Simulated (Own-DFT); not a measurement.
# How strain changes the stress of zincblende InP, 96 atoms (In48P48)

Calculated results; nothing here was measured. They come from Own-DFT, an in-house plane-wave density functional program, since retired, whose code no person has reviewed. Each row is one single-point run on a periodic cell that was not relaxed, without spin or spin-orbit coupling.

Settings of every run: PBE; PseudoDojo norm-conserving scalar-relativistic files; cutoff 36 hartree; 2 x 3 x 3 k mesh centred on Gamma; Fermi-Dirac smearing of 0.1 eV.

Known limits: forces not confirmed at this smearing and k mesh; stress not checked against mesh or cutoff.

Unstrained cell vectors in Å: (17.606, 0.000, 0.000); (0.000, 11.737, 0.000); (0.000, 0.000, 11.737). The unstrained cell has measured lattice constants (interpolated for alloys), not those of this functional. That, the random moves and any unrelaxed bonds set the pressure at no strain. Each run strains this cell uniformly, with the atoms carried along. Every atom was also moved at random, by a Gaussian of width 0.05 Å on each axis. Strain is the symmetric tensor, in per cent. Stress is positive in tension, and the pressure is minus a third of its trace.

```
run  e_xx (%)  e_yy (%)  e_zz (%)  e_yz (%)  e_xz (%)  e_xy (%)  s_xx (GPa)  s_yy (GPa)  s_zz (GPa)  s_yz (GPa)  s_xz (GPa)  s_xy (GPa)  P (GPa)  E (meV/atom)
  1     -1.85      0.39     -0.63      0.42     -0.33      1.54       -5.65       -5.01       -5.41        0.90       -0.82        2.44     5.36          30.1
  2      1.31     -0.52      0.63     -0.63      1.99      1.54       -2.68       -3.24       -2.91       -1.78        3.05        2.31     2.94          18.7
  3      1.48     -0.19      0.04     -0.78      0.12      1.91       -2.40       -3.00       -2.92       -1.17        0.31        2.60     2.77           8.1
  4      0.93      1.38     -0.77     -1.32     -0.79      0.62       -2.46       -2.17       -3.08       -1.97       -1.08        0.55     2.57           2.3
  5     -1.05     -0.58      0.92     -1.83     -0.53      1.38       -4.78       -4.61       -4.00       -3.01       -0.34        2.35     4.46          28.7
  6     -0.28      1.82      0.08      0.07     -0.91      1.50       -2.80       -1.97       -2.65        0.02       -0.98        1.87     2.48           0.0
  7     -1.63     -0.18      1.92     -1.95      0.62     -1.76       -4.34       -3.88       -3.09       -2.83        0.25       -2.56     3.77          21.6
  8     -1.91      0.74      1.21     -0.49      1.19      1.33       -4.47       -3.60       -3.29       -0.85        1.92        2.51     3.79          17.7
  9      0.91     -1.29      0.37     -1.94     -0.83     -0.56       -3.37       -4.15       -3.55       -2.45       -0.78       -0.72     3.69          13.5
 10      1.58      0.29      1.25     -0.95      1.30      0.97       -1.32       -1.88       -1.53       -1.39        1.87        1.40     1.58           0.1
 11     -0.64      0.73     -1.57     -0.32      0.43      1.67       -4.89       -4.43       -5.25       -0.72        0.71        2.55     4.86          21.8
 12      1.32     -1.78     -0.07      1.22     -1.38     -1.90       -3.82       -4.96       -4.36        1.32       -2.51       -2.97     4.38          29.4
 13     -1.07      0.31      1.33     -0.26      1.82     -1.44       -3.93       -3.42       -3.04       -0.07        2.95       -2.06     3.47          18.6
 14     -1.79     -0.95     -1.93      1.69      1.17      1.74       -7.94       -7.69       -7.88        2.19        1.89        3.25     7.84          66.7
 15      0.26     -0.85      0.55     -1.78     -0.76      0.20       -3.83       -4.30       -3.72       -2.98       -1.37        0.16     3.95          24.5
 16     -1.21     -1.85      1.27     -0.50     -1.79      0.70           ?           ?           ?           ?           ?           ?        ?             ?
```

E is the free energy for each atom above the lowest run shown.

## Worked fit

Each stress component was fitted by least squares to a constant and the strains of the runs shown, as fractions, with shears doubled. Shear strains stay in the fit of a normal stress only where such slopes are resolved. The slopes, in GPa:

| stress | at no strain | per e_xx | per e_yy | per e_zz | scatter |
|---|---|---|---|---|---|
| s_xx | -3.9 | 102 ± 3 | 73 ± 4 | 66 ± 4 | 0.16 |
| s_yy | -3.9 | 69 ± 3 | 111 ± 4 | 66 ± 4 | 0.15 |
| s_zz | -3.9 | 65 ± 3 | 71 ± 4 | 102 ± 3 | 0.13 |

Each shear stress against twice its own strain: yz 70 ± 6, xz 75 ± 5, xy 78 ± 2 GPa. These are stiffnesses along x, y and z of the frame in which the cell vectors are given, which need not be the crystal's axes. The atoms are held to the strained lattice; where symmetry lets them move under strain, relaxing them would lower some slopes. The table should be nearly symmetric about its diagonal, and what it lacks of that shows the noise. A ninth of its sum, 81 ± 2 GPa, estimates the bulk modulus near the mean pressure of these runs, 3.9 GPa, so it lies above the value at zero pressure.

## Withheld run

Question: what normal stresses and pressure should run 16 give?

The fit gives s_xx = -5.6, s_yy = -5.9, s_zz = -4.7 and P = 5.4 GPa. The calculation gave -5.41, -5.55, -4.50 and P = 5.15 GPa.
